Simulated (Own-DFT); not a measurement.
AlN (wurtzite, atoms displaced) (calculated)

A calculation, not a measurement: plane-wave PBE density functional theory by an unreviewed code, no spin, of a simulated periodic cell, stress positive in tension, free energy of the whole cell less one offset for each atom, forces on such cells passed a denser k mesh, this cell's mesh not checked; offsets are fitted by least squares, one for each functional and potential file, so energies compare only between cells with the same atoms and settings and are not formation energies; the far tail of each file's local potential was reset to the Coulomb form; each entry is a single point on an unrelaxed cell, so the pressure reflects the starting lattice, mostly measured values (interpolated for alloys), from which strain is counted, and rises with the displacements; printed positions are rounded, which can move forces by about a meV/angstrom; the program, named Own-DFT, is a retired in-house code; no spin-orbit coupling. Program: Own-DFT development build.

Settings shared by all entries: functional PBE; potential files PseudoDojo norm-conserving, scalar-relativistic, standard set; wave cutoff 42 hartree; occupations Fermi-Dirac; smearing width 0.1 eV; hardware one NVIDIA H100; k mesh 2 x 2 x 2 centred on Gamma.

```yaml
- entry: 1
  formula: AlN
  kind: "wurtzite, atoms displaced"
  structure:
    cell_angstrom: [[12.448, 0.0, 0.0], [-6.224, 10.7803, 0.0], [0.0, 0.0, 9.964]]
    atoms_fractional:
      - [Al, 0.0967, 0.18971, 0.00509]
      - [Al, 0.1661, 0.08212, 0.26817]
      - ["N", 0.07577, 0.16607, 0.19264]
      - ["N", 0.16874, 0.08427, 0.42421]
      - [Al, 0.07211, 0.14117, 0.50985]
      - [Al, 0.16994, 0.07863, 0.74526]
      - ["N", 0.07539, 0.16713, 0.69396]
      - ["N", 0.16103, 0.07612, 0.93767]
      - [Al, 0.08883, 0.41309, 0.9952]
      - [Al, 0.17516, 0.3383, 0.22689]
      - ["N", 0.0975, 0.4172, 0.19444]
      - ["N", 0.18225, 0.35199, 0.45622]
      - [Al, 0.09444, 0.42508, 0.50028]
      - [Al, 0.17495, 0.34175, 0.74273]
      - ["N", 0.09078, 0.42264, 0.70289]
      - ["N", 0.15841, 0.33545, 0.93498]
      - [Al, 0.06994, 0.6722, 0.00202]
      - [Al, 0.15886, 0.58749, 0.25015]
      - ["N", 0.07524, 0.67218, 0.1792]
      - ["N", 0.16568, 0.58248, 0.44468]
      - [Al, 0.09524, 0.68194, 0.49017]
      - [Al, 0.15358, 0.57748, 0.75031]
      - ["N", 0.07378, 0.65687, 0.67763]
      - ["N", 0.15619, 0.57332, 0.9382]
      - [Al, 0.06804, 0.91702, 0.015]
      - [Al, 0.16732, 0.8345, 0.24329]
      - ["N", 0.08612, 0.91272, 0.19965]
      - ["N", 0.19121, 0.84412, 0.4437]
      - [Al, 0.0796, 0.9151, 0.49101]
      - [Al, 0.16462, 0.81841, 0.7442]
      - ["N", 0.07847, 0.89652, 0.68309]
      - ["N", 0.17429, 0.82383, 0.93173]
      - [Al, 0.3194, 0.15055, 0.00976]
      - [Al, 0.42786, 0.0776, 0.25172]
      - ["N", 0.36062, 0.18415, 0.20294]
      - ["N", 0.41981, 0.09488, 0.45932]
      - [Al, 0.33062, 0.16317, 0.49431]
      - [Al, 0.40567, 0.09106, 0.75407]
      - ["N", 0.33733, 0.17365, 0.70089]
      - ["N", 0.42007, 0.07783, 0.9427]
      - [Al, 0.33451, 0.416, 0.99162]
      - [Al, 0.41659, 0.34876, 0.2499]
      - ["N", 0.32905, 0.42162, 0.18698]
      - ["N", 0.42374, 0.32869, 0.42593]
      - [Al, 0.32809, 0.42047, 0.50411]
      - [Al, 0.42648, 0.3398, 0.76245]
      - ["N", 0.32636, 0.4035, 0.69619]
      - ["N", 0.42275, 0.34594, 0.94695]
      - [Al, 0.35537, 0.67505, 0.99245]
      - [Al, 0.41359, 0.58666, 0.24]
      - ["N", 0.326, 0.65605, 0.19239]
      - ["N", 0.41596, 0.59415, 0.43087]
      - [Al, 0.33205, 0.67432, 0.50641]
      - [Al, 0.41306, 0.57552, 0.776]
      - ["N", 0.33002, 0.66793, 0.69318]
      - ["N", 0.40761, 0.58036, 0.92814]
      - [Al, 0.31224, 0.90526, 0.01184]
      - [Al, 0.41215, 0.83785, 0.25522]
      - ["N", 0.33761, 0.9151, 0.19712]
      - ["N", 0.42455, 0.82737, 0.43601]
      - [Al, 0.3292, 0.91454, 0.50149]
      - [Al, 0.42436, 0.84021, 0.74851]
      - ["N", 0.3457, 0.92113, 0.70085]
      - ["N", 0.413, 0.81676, 0.94072]
      - [Al, 0.58756, 0.17054, 0.98698]
      - [Al, 0.65705, 0.08098, 0.2338]
      - ["N", 0.58947, 0.15858, 0.17382]
      - ["N", 0.66393, 0.08653, 0.45102]
      - [Al, 0.59332, 0.17426, 0.49335]
      - [Al, 0.67788, 0.08841, 0.75414]
      - ["N", 0.58347, 0.16542, 0.69366]
      - ["N", 0.66136, 0.08079, 0.9573]
      - [Al, 0.60106, 0.43256, 0.01185]
      - [Al, 0.65967, 0.31176, 0.22143]
      - ["N", 0.58889, 0.41337, 0.20401]
      - ["N", 0.64833, 0.31559, 0.44159]
      - [Al, 0.60015, 0.42725, 0.51146]
      - [Al, 0.65729, 0.33416, 0.76061]
      - ["N", 0.57714, 0.41778, 0.67344]
      - ["N", 0.65305, 0.32621, 0.93048]
      - [Al, 0.59042, 0.67431, 0.99143]
      - [Al, 0.66065, 0.58085, 0.26023]
      - ["N", 0.57696, 0.65466, 0.179]
      - ["N", 0.67923, 0.58551, 0.45227]
      - [Al, 0.59167, 0.6645, 0.50671]
      - [Al, 0.65704, 0.56898, 0.74594]
      - ["N", 0.57697, 0.67269, 0.69605]
      - ["N", 0.68071, 0.59233, 0.94551]
      - [Al, 0.58759, 0.92251, 0.98426]
      - [Al, 0.66401, 0.84206, 0.24551]
      - ["N", 0.58642, 0.90962, 0.17702]
      - ["N", 0.66916, 0.83066, 0.44406]
      - [Al, 0.57217, 0.91343, 0.52203]
      - [Al, 0.67258, 0.82892, 0.75503]
      - ["N", 0.58081, 0.92763, 0.68759]
      - ["N", 0.66028, 0.83346, 0.92725]
      - [Al, 0.842, 0.16514, 0.99029]
      - [Al, 0.91651, 0.08391, 0.248]
      - ["N", 0.82545, 0.16425, 0.18087]
      - ["N", 0.93143, 0.07783, 0.44667]
      - [Al, 0.84441, 0.17152, 0.51776]
      - [Al, 0.90568, 0.07755, 0.74137]
      - ["N", 0.83566, 0.15698, 0.69833]
      - ["N", 0.93274, 0.09004, 0.92902]
      - [Al, 0.83239, 0.41119, 0.00432]
      - [Al, 0.91615, 0.33591, 0.25581]
      - ["N", 0.83507, 0.42297, 0.17827]
      - ["N", 0.92499, 0.33606, 0.42017]
      - [Al, 0.83483, 0.42147, 0.49636]
      - [Al, 0.91371, 0.32927, 0.76261]
      - ["N", 0.83245, 0.42626, 0.68925]
      - ["N", 0.92528, 0.34023, 0.95492]
      - [Al, 0.81888, 0.65613, 0.99746]
      - [Al, 0.92714, 0.59534, 0.24862]
      - ["N", 0.84561, 0.67495, 0.19118]
      - ["N", 0.91128, 0.59803, 0.43331]
      - [Al, 0.82564, 0.66111, 0.50853]
      - [Al, 0.92489, 0.58532, 0.73727]
      - ["N", 0.84804, 0.66747, 0.69267]
      - ["N", 0.9262, 0.58292, 0.93506]
      - [Al, 0.82476, 0.9204, 0.99519]
      - [Al, 0.93222, 0.82654, 0.24599]
      - ["N", 0.81886, 0.90582, 0.17507]
      - ["N", 0.92366, 0.83766, 0.43817]
      - [Al, 0.83429, 0.914, 0.48539]
      - [Al, 0.91824, 0.82705, 0.75177]
      - ["N", 0.84163, 0.92162, 0.69278]
      - ["N", 0.90642, 0.82731, 0.9216]
  results:
    "free_energy_of_cell_above_offsets [eV]": "-22.786"
    "pressure [GPa]": 12.18
    "stress_xx [GPa]": -11.83
    "stress_yy [GPa]": -10.84
    "stress_zz [GPa]": -13.86
    "stress_yz [GPa]": 0.53
    "stress_xz [GPa]": -1.31
    "stress_xy [GPa]": -0.58
    force_element: [Al, Al, "N", "N", Al, Al, "N", "N", Al, Al, "N", "N", Al, Al, "N", "N", Al, Al, "N", "N", Al, Al, "N", "N", Al, Al, "N", "N", Al, Al, "N", "N", Al, Al, "N", "N", Al, Al, "N", "N", Al, Al, "N", "N", Al, Al, "N", "N", Al, Al, "N", "N", Al, Al, "N", "N", Al, Al, "N", "N", Al, Al, "N", "N", Al, Al, "N", "N", Al, Al, "N", "N", Al, Al, "N", "N", Al, Al, "N", "N", Al, Al, "N", "N", Al, Al, "N", "N", Al, Al, "N", "N", Al, Al, "N", "N", Al, Al, "N", "N", Al, Al, "N", "N", Al, Al, "N", "N", Al, Al, "N", "N", Al, Al, "N", "N", Al, Al, "N", "N", Al, Al, "N", "N", Al, Al, "N", "N"]
    "force_x [eV/angstrom]": [-0.196, 0.446, 2.752, -0.011, 3.663, -1.901, 2.063, -0.173, -2.72, -1.369, -4.622, -3.747, -0.778, -2.72, -2.038, 4.672, 4.671, 2.497, 2.939, -1.368, -0.966, 1.769, 2.744, 0.27, 0.375, 2.083, 0.683, -8.046, 2.373, 0.911, 0.286, -4.447, 2.39, -2.179, -2.326, 2.547, -0.356, 5.28, -2.546, -2.317, -1.725, 1.813, 2.944, -1.586, 5.408, -2.12, 3.374, 2.14, -5.042, 0.596, -1.685, 2.101, 1.517, -0.834, 0.344, 3.16, 5.488, 4.276, -2.764, -2.564, 7.37, -1.003, -3.229, -0.435, -1.595, 5.437, -3.881, 2.765, -1.482, -3.928, 0.041, 2.773, -2.154, -0.485, -0.249, 2.008, -1.158, 1.77, 0.41, 1.122, -0.516, 1.612, 0.244, -4.111, -3.296, 0.831, 1.907, -7.658, -1.89, 2.019, -4.057, -0.679, 2.216, -0.466, 2.84, 0.937, -0.687, -1.852, 1.467, -6.208, -1.062, 5.855, -3.337, -1.989, 0.508, 0.919, -0.041, -0.511, -0.306, 0.639, 0.509, -1.565, 9.047, -2.999, -2.043, 3.682, 3.445, -1.424, -4.055, -4.756, 2.0, -5.331, 2.536, -1.014, -0.164, -0.305, -0.695, 0.285]
    "force_y [eV/angstrom]": [-5.441, 1.657, 0.411, -1.118, 5.631, -0.308, -0.701, 0.686, 3.69, -1.801, 1.05, -4.812, -1.561, -3.001, -2.981, 0.417, -1.085, -1.316, 1.049, 2.481, -2.687, 2.489, 2.153, 2.159, -0.365, -0.409, 2.841, -3.481, 0.072, 1.498, 2.917, -0.077, 1.957, 2.495, -3.467, -3.718, 3.267, -2.73, 0.611, -0.288, 0.834, -1.189, 0.418, 1.873, 2.219, -1.223, 3.301, -1.169, -5.13, -0.245, 3.15, -1.137, -2.113, 0.473, -0.221, -0.59, 2.318, -3.308, 0.607, 2.015, 5.088, -2.238, -0.267, 7.694, -2.471, -2.446, -0.055, -1.435, -4.983, -0.75, 1.282, 2.377, -2.343, 4.692, 1.402, 8.087, -3.916, -0.775, -0.838, 2.92, -1.358, 0.458, 1.293, -0.848, 0.52, 4.018, -2.784, -4.459, -3.201, -3.089, 1.826, 0.328, 1.073, 1.859, -0.443, 0.478, 0.289, -0.776, 0.379, -0.739, -0.428, -0.476, 4.134, -0.845, 1.783, -0.723, -0.703, -0.008, -0.833, 1.936, -3.222, -2.734, 5.388, -2.938, -2.681, -1.796, 4.129, -0.97, -0.919, -2.123, 0.208, 0.626, 1.707, -1.58, -0.509, 1.146, -3.006, 0.52]
    "force_z [eV/angstrom]": [-0.938, -10.81, -0.457, 10.88, 1.439, 0.692, -0.461, 1.221, 2.276, 4.62, -1.131, -2.73, 0.485, 0.463, -2.408, -0.977, -1.835, -0.983, 2.725, -1.426, 1.079, 1.396, -0.816, 0.641, -3.396, 1.847, -1.273, -4.105, 1.69, 0.148, -0.354, 0.316, 0.267, 1.061, -1.854, -2.612, 0.499, 0.289, -1.9, 0.86, 1.165, -0.227, -2.168, 3.71, 0.126, -1.318, 0.103, 0.044, 3.541, 2.086, -1.392, 1.599, -0.266, -14.78, 0.301, 11.59, -1.634, -1.043, -0.965, 0.756, 3.649, 1.759, -1.86, -1.572, 0.04, 2.36, -0.472, -1.647, 4.243, 0.038, 1.072, -3.644, 0.494, 4.069, -2.044, -2.611, -7.659, -5.61, 7.305, 4.428, 0.879, -0.832, 0.47, -1.828, -0.893, 0.857, 0.218, -3.996, 1.843, 2.014, 0.104, -0.597, -6.18, -3.659, 5.173, 2.469, 1.708, -0.062, 1.313, -2.909, -4.111, 2.563, -0.487, 1.468, -2.934, -6.814, 3.403, 8.277, -0.75, -0.673, -0.123, -2.213, 2.23, 0.33, -1.597, 0.075, 0.755, 2.946, -0.637, -0.885, -1.495, 2.036, 2.085, -1.033, 1.932, -3.159, -1.447, 6.176]
    "wall_time [s]": 389.0
- entry: 2
  formula: AlN
  kind: "wurtzite, atoms displaced"
  structure:
    cell_angstrom: [[12.448, 0.0, 0.0], [-6.224, 10.7803, 0.0], [0.0, 0.0, 9.964]]
    atoms_fractional:
      - [Al, 0.08819, 0.15883, 0.98792]
      - [Al, 0.15153, 0.07781, 0.26417]
      - ["N", 0.07989, 0.17381, 0.20567]
      - ["N", 0.15144, 0.07393, 0.44319]
      - [Al, 0.08333, 0.16357, 0.50364]
      - [Al, 0.15996, 0.08438, 0.74114]
      - ["N", 0.08378, 0.16104, 0.70012]
      - ["N", 0.15795, 0.07704, 0.94648]
      - [Al, 0.08591, 0.41768, 0.97336]
      - [Al, 0.16606, 0.33353, 0.25348]
      - ["N", 0.10393, 0.42667, 0.19292]
      - ["N", 0.1555, 0.33018, 0.43815]
      - [Al, 0.08027, 0.40722, 0.48771]
      - [Al, 0.15937, 0.32212, 0.75072]
      - ["N", 0.08377, 0.4278, 0.68926]
      - ["N", 0.17362, 0.32713, 0.94334]
      - [Al, 0.09954, 0.67501, 0.01742]
      - [Al, 0.17636, 0.59234, 0.24974]
      - ["N", 0.10456, 0.66862, 0.20251]
      - ["N", 0.16512, 0.57792, 0.46061]
      - [Al, 0.08946, 0.67311, 0.50942]
      - [Al, 0.16099, 0.55988, 0.75733]
      - ["N", 0.10036, 0.66237, 0.69046]
      - ["N", 0.17546, 0.57768, 0.93979]
      - [Al, 0.07939, 0.91964, 0.99387]
      - [Al, 0.16933, 0.83769, 0.23827]
      - ["N", 0.0773, 0.91976, 0.18865]
      - ["N", 0.1517, 0.82274, 0.44849]
      - [Al, 0.08656, 0.91905, 0.50916]
      - [Al, 0.1725, 0.83368, 0.73847]
      - ["N", 0.08279, 0.92129, 0.70266]
      - ["N", 0.15513, 0.83319, 0.94602]
      - [Al, 0.33172, 0.18467, 0.99977]
      - [Al, 0.4161, 0.09853, 0.24371]
      - ["N", 0.32221, 0.14815, 0.20066]
      - ["N", 0.43567, 0.09742, 0.43601]
      - [Al, 0.34369, 0.16628, 0.50981]
      - [Al, 0.41918, 0.08979, 0.75739]
      - ["N", 0.33053, 0.14828, 0.69031]
      - ["N", 0.40901, 0.08285, 0.94917]
      - [Al, 0.33464, 0.42666, 0.99084]
      - [Al, 0.41594, 0.33862, 0.26833]
      - ["N", 0.34282, 0.43142, 0.19164]
      - ["N", 0.42416, 0.3248, 0.45242]
      - [Al, 0.34167, 0.43273, 0.49625]
      - [Al, 0.42821, 0.33695, 0.76257]
      - ["N", 0.33531, 0.40843, 0.67971]
      - ["N", 0.42668, 0.34975, 0.92866]
      - [Al, 0.33534, 0.66963, 0.00978]
      - [Al, 0.41931, 0.58669, 0.25019]
      - ["N", 0.33101, 0.662, 0.20362]
      - ["N", 0.41442, 0.57214, 0.45118]
      - [Al, 0.3576, 0.6721, 0.5012]
      - [Al, 0.40207, 0.57956, 0.74044]
      - ["N", 0.33749, 0.66549, 0.68958]
      - ["N", 0.42022, 0.58162, 0.94572]
      - [Al, 0.33302, 0.90382, 0.98349]
      - [Al, 0.40696, 0.82575, 0.25723]
      - ["N", 0.31436, 0.89314, 0.18709]
      - ["N", 0.43987, 0.84108, 0.44605]
      - [Al, 0.34655, 0.90926, 0.47131]
      - [Al, 0.41552, 0.83179, 0.75873]
      - ["N", 0.31711, 0.90661, 0.68469]
      - ["N", 0.43005, 0.84927, 0.94048]
      - [Al, 0.57868, 0.16402, 0.99467]
      - [Al, 0.66631, 0.08433, 0.24375]
      - ["N", 0.58657, 0.17041, 0.18657]
      - ["N", 0.67023, 0.08636, 0.42978]
      - [Al, 0.57533, 0.17142, 0.49119]
      - [Al, 0.65949, 0.07292, 0.74762]
      - ["N", 0.57712, 0.15992, 0.69159]
      - ["N", 0.66868, 0.0732, 0.94981]
      - [Al, 0.5916, 0.42393, 0.00283]
      - [Al, 0.67044, 0.3376, 0.24197]
      - ["N", 0.5834, 0.41731, 0.16982]
      - ["N", 0.6737, 0.33644, 0.43596]
      - [Al, 0.59108, 0.42238, 0.50115]
      - [Al, 0.65852, 0.32571, 0.74499]
      - ["N", 0.5558, 0.40507, 0.69604]
      - ["N", 0.67162, 0.32913, 0.93916]
      - [Al, 0.57459, 0.6659, 0.99427]
      - [Al, 0.66311, 0.58404, 0.26344]
      - ["N", 0.57345, 0.65135, 0.19462]
      - ["N", 0.66776, 0.58174, 0.45779]
      - [Al, 0.58548, 0.66793, 0.4903]
      - [Al, 0.66552, 0.58505, 0.72876]
      - ["N", 0.59371, 0.68809, 0.67783]
      - ["N", 0.69218, 0.59063, 0.94789]
      - [Al, 0.58784, 0.92569, 0.00291]
      - [Al, 0.67168, 0.82585, 0.2629]
      - ["N", 0.5693, 0.92072, 0.193]
      - ["N", 0.67774, 0.84288, 0.44623]
      - [Al, 0.58612, 0.92808, 0.48052]
      - [Al, 0.65074, 0.81771, 0.73714]
      - ["N", 0.58075, 0.91902, 0.70062]
      - ["N", 0.66693, 0.83493, 0.93013]
      - [Al, 0.84432, 0.17652, 0.01599]
      - [Al, 0.90406, 0.0697, 0.24216]
      - ["N", 0.83272, 0.16301, 0.20368]
      - ["N", 0.91481, 0.0805, 0.42444]
      - [Al, 0.84069, 0.16861, 0.49855]
      - [Al, 0.91658, 0.07953, 0.74138]
      - ["N", 0.84541, 0.16347, 0.67709]
      - ["N", 0.91084, 0.08082, 0.94588]
      - [Al, 0.82237, 0.39471, 0.9977]
      - [Al, 0.91028, 0.33866, 0.24856]
      - ["N", 0.83538, 0.39625, 0.18101]
      - ["N", 0.90714, 0.32726, 0.43877]
      - [Al, 0.83906, 0.41657, 0.484]
      - [Al, 0.92261, 0.33568, 0.75405]
      - ["N", 0.82604, 0.41912, 0.70057]
      - ["N", 0.91828, 0.32839, 0.93921]
      - [Al, 0.83079, 0.66498, 0.99597]
      - [Al, 0.92099, 0.58673, 0.27424]
      - ["N", 0.82889, 0.66724, 0.18556]
      - ["N", 0.92077, 0.58201, 0.45323]
      - [Al, 0.82007, 0.66175, 0.49009]
      - [Al, 0.91013, 0.56634, 0.73608]
      - ["N", 0.83332, 0.66865, 0.68909]
      - ["N", 0.91776, 0.59256, 0.95532]
      - [Al, 0.82296, 0.91055, 0.99201]
      - [Al, 0.90972, 0.84506, 0.25003]
      - ["N", 0.84356, 0.9151, 0.20482]
      - ["N", 0.90857, 0.82433, 0.43487]
      - [Al, 0.83513, 0.9181, 0.49878]
      - [Al, 0.91084, 0.8182, 0.75003]
      - ["N", 0.82335, 0.90765, 0.7067]
      - ["N", 0.89758, 0.82795, 0.9405]
  results:
    "free_energy_of_cell_above_offsets [eV]": "-21.064"
    "pressure [GPa]": 12.79
    "stress_xx [GPa]": -14.87
    "stress_yy [GPa]": -16.71
    "stress_zz [GPa]": -6.78
    "stress_yz [GPa]": -0.01
    "stress_xz [GPa]": -1.03
    "stress_xy [GPa]": -0.16
    force_element: [Al, Al, "N", "N", Al, Al, "N", "N", Al, Al, "N", "N", Al, Al, "N", "N", Al, Al, "N", "N", Al, Al, "N", "N", Al, Al, "N", "N", Al, Al, "N", "N", Al, Al, "N", "N", Al, Al, "N", "N", Al, Al, "N", "N", Al, Al, "N", "N", Al, Al, "N", "N", Al, Al, "N", "N", Al, Al, "N", "N", Al, Al, "N", "N", Al, Al, "N", "N", Al, Al, "N", "N", Al, Al, "N", "N", Al, Al, "N", "N", Al, Al, "N", "N", Al, Al, "N", "N", Al, Al, "N", "N", Al, Al, "N", "N", Al, Al, "N", "N", Al, Al, "N", "N", Al, Al, "N", "N", Al, Al, "N", "N", Al, Al, "N", "N", Al, Al, "N", "N", Al, Al, "N", "N", Al, Al, "N", "N"]
    "force_x [eV/angstrom]": [-4.741, 0.565, 1.043, 2.432, -1.598, 4.293, -2.645, 3.389, 1.054, 0.395, -3.334, 4.176, -2.682, 1.087, 0.863, -1.589, -3.06, 0.958, -5.743, 1.47, 1.543, 0.074, -2.82, -0.461, -1.266, -5.245, 0.437, 2.05, -1.081, -4.605, -0.118, 3.289, 0.927, 6.024, -5.722, -6.348, -1.321, 0.647, -2.924, 0.337, 1.263, 0.482, 0.246, -1.559, -0.552, -9.582, -1.661, -0.68, 0.994, -1.254, 2.478, 1.774, -4.598, 4.224, -1.799, -2.79, -4.722, 0.959, 4.865, -4.74, -4.467, -0.706, 6.588, 0.583, 0.81, -0.641, -1.122, -0.731, 7.706, 1.401, 0.771, -0.691, 0.75, -0.168, -0.349, -1.37, -0.289, 0.12, 11.94, -3.167, 4.541, 2.026, 1.073, -3.565, -0.451, -0.204, 0.194, -10.86, 1.371, -1.178, 2.374, -2.419, 5.787, 0.063, -0.139, -2.407, -0.183, 1.35, -0.439, 0.549, -1.015, -0.572, -2.361, 1.128, 1.394, 8.911, -7.42, 2.033, -1.115, -1.726, 0.93, 0.188, 6.018, 0.202, 0.466, -1.271, 5.664, 0.74, 0.65, 3.693, 0.62, 10.63, -10.78, 0.18, 1.608, -0.994, 1.264, 3.388]
    "force_y [eV/angstrom]": [1.328, 0.641, -2.192, 1.447, 0.388, -1.749, 1.565, 1.755, -1.869, 0.558, -0.326, -0.939, 2.715, 2.125, -9.541, 0.494, -1.883, -5.004, 1.225, 1.555, -2.997, 10.62, -0.353, 2.343, -2.193, -1.515, -0.782, 3.691, -1.964, -2.88, -2.068, -0.416, -2.679, -3.164, 4.833, -5.481, -1.483, -3.54, 2.949, 0.398, -2.321, -0.998, -3.487, 2.563, -10.96, -6.007, 0.682, -1.127, 0.121, -0.833, 2.078, 8.795, -0.387, -1.359, 1.195, 1.834, 3.083, 1.282, 3.893, -5.279, 1.787, 0.302, 3.491, -4.124, -0.663, 0.362, -0.081, 1.469, 2.117, 2.685, 0.919, 5.854, 0.73, -0.695, -0.43, 1.048, -3.308, 0.804, 6.84, -1.099, 1.531, -0.877, 3.425, -1.338, 1.339, 0.163, -13.91, -5.413, -3.673, 1.056, -1.654, -2.362, 2.522, 12.62, -2.43, -1.818, -3.078, 4.26, 1.077, 0.077, -1.588, -2.044, 1.518, 0.866, 4.878, -3.782, 4.785, 1.072, -0.387, -1.522, -6.285, 0.746, 4.429, 0.972, -0.414, 0.321, 3.299, 7.92, -3.68, -2.682, 1.307, -6.864, 2.021, 1.142, 0.62, 3.79, 0.992, 0.674]
    "force_z [eV/angstrom]": [3.236, -2.634, -2.276, 1.893, -1.256, 2.429, -2.308, -2.544, 4.69, -0.945, -1.259, 1.259, 1.131, -0.608, -2.002, -1.72, -2.333, 3.694, -0.995, -2.545, 0.275, 0.187, 1.553, 0.522, 1.266, 2.532, 0.194, -2.342, -0.09, 2.748, -1.385, -1.056, 0.895, 0.897, -2.04, -2.505, -0.94, 0.489, 0.559, -0.655, 2.278, -2.74, 0.182, -1.427, 2.617, -1.344, 1.938, 5.63, -0.608, 0.904, -1.537, -4.202, 1.146, 1.455, 0.122, -2.313, 2.372, -1.692, -0.412, -2.377, 3.347, -2.588, -1.144, 0.09, 0.801, 0.28, -0.04, 1.496, 2.516, 1.176, -0.782, -2.032, -4.822, -0.447, 7.75, 0.058, 1.198, 1.021, -5.733, -1.221, 0.633, -3.151, 0.321, -2.656, 1.688, 2.775, -3.7, -4.519, 1.167, -2.192, 0.131, -0.992, 3.464, 5.317, -2.581, 1.795, -0.887, 0.594, -1.724, 3.531, -2.154, 2.389, 2.219, -0.327, -0.048, 2.861, -0.978, -0.317, 2.927, -1.805, -2.752, -0.528, 3.109, -4.791, 3.543, 0.08, 2.425, 3.42, -2.355, -1.522, 0.255, 2.06, -5.303, 1.369, 1.695, 1.543, -2.712, -0.242]
    "wall_time [s]": 408.5
```
